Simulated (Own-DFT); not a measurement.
# Biaxial strain at fixed height in diamond-structure GeSn with randomly placed atoms, 64 atoms (Ge52Sn12)

Source: density functional calculations with Own-DFT, an unreviewed in-house program that is no longer used. Nothing was measured or relaxed, and spin and spin-orbit coupling are left out.

Common settings: PBE; PseudoDojo norm-conserving scalar-relativistic files; cutoff 49 hartree; 3 x 3 x 3 k mesh centred on Gamma; Fermi-Dirac smearing of 0.1 eV.

Known weak points: forces on such cells moved up to 12 meV/angstrom on a denser k mesh; stress not checked against mesh or cutoff.

Unstrained cell vectors in Å: (11.628, 0.000, 0.000); (0.000, 11.628, 0.000); (0.000, 0.000, 11.628). The unstrained cell has measured lattice constants (interpolated for alloys), not those of this functional. That, the random moves and any unrelaxed bonds set the pressure at no strain. Each run strains x and y alike by e, as a substrate would, and holds the height along z. Each coordinate of each atom was shifted by a normal deviate of width 0.05 Å. The random placing of the alloy's atoms differs from row to row. Stress is positive in tension.

| e (%) | u (Å) | (s_xx + s_yy)/2 (GPa) | s_zz (GPa) |
|---|---|---|---|
| -2.50 | 0.051 | -10.15 | -8.69 |
| -1.50 | 0.051 | -8.47 | -7.82 |
| -1.25 | 0.049 | -7.75 | -7.11 |
| -0.25 | 0.050 | ? | ? |
| 0.50 | 0.050 | -4.41 | -4.78 |
| 0.75 | 0.049 | -4.46 | -4.67 |
| 1.00 | 0.049 | -3.66 | -4.29 |
| 1.25 | 0.050 | -3.57 | -4.22 |
| 2.00 | 0.044 | -2.30 | -3.27 |
| 2.25 | 0.047 | -1.91 | -3.09 |

## What the rows give

With e as a fraction, the in-plane stress is -5.5 + 174 e - 592 e² GPa (errors 4 and 316, scatter 0.19), and s_zz is -5.6 + 122 e - 376 e² GPa (slope ± 4, scatter 0.19). At e = 0 the first slope is C11 + C12 and the second 2 C12, both with the ions held to the strained lattice and at the cell's own pressure. A free layer would change its height as e changes, and the in-plane slope would drop by 2 C12²/C11 to the biaxial modulus. At fixed height, a misfit of 1 % moves the in-plane stress by about 1.7 GPa and s_zz by 1.2 GPa.

## The run left out

The question: what are the two stresses at e = -0.25 %?

Estimate: -6.0 and -5.9 GPa. The calculation gave -5.81 and -5.95 GPa.
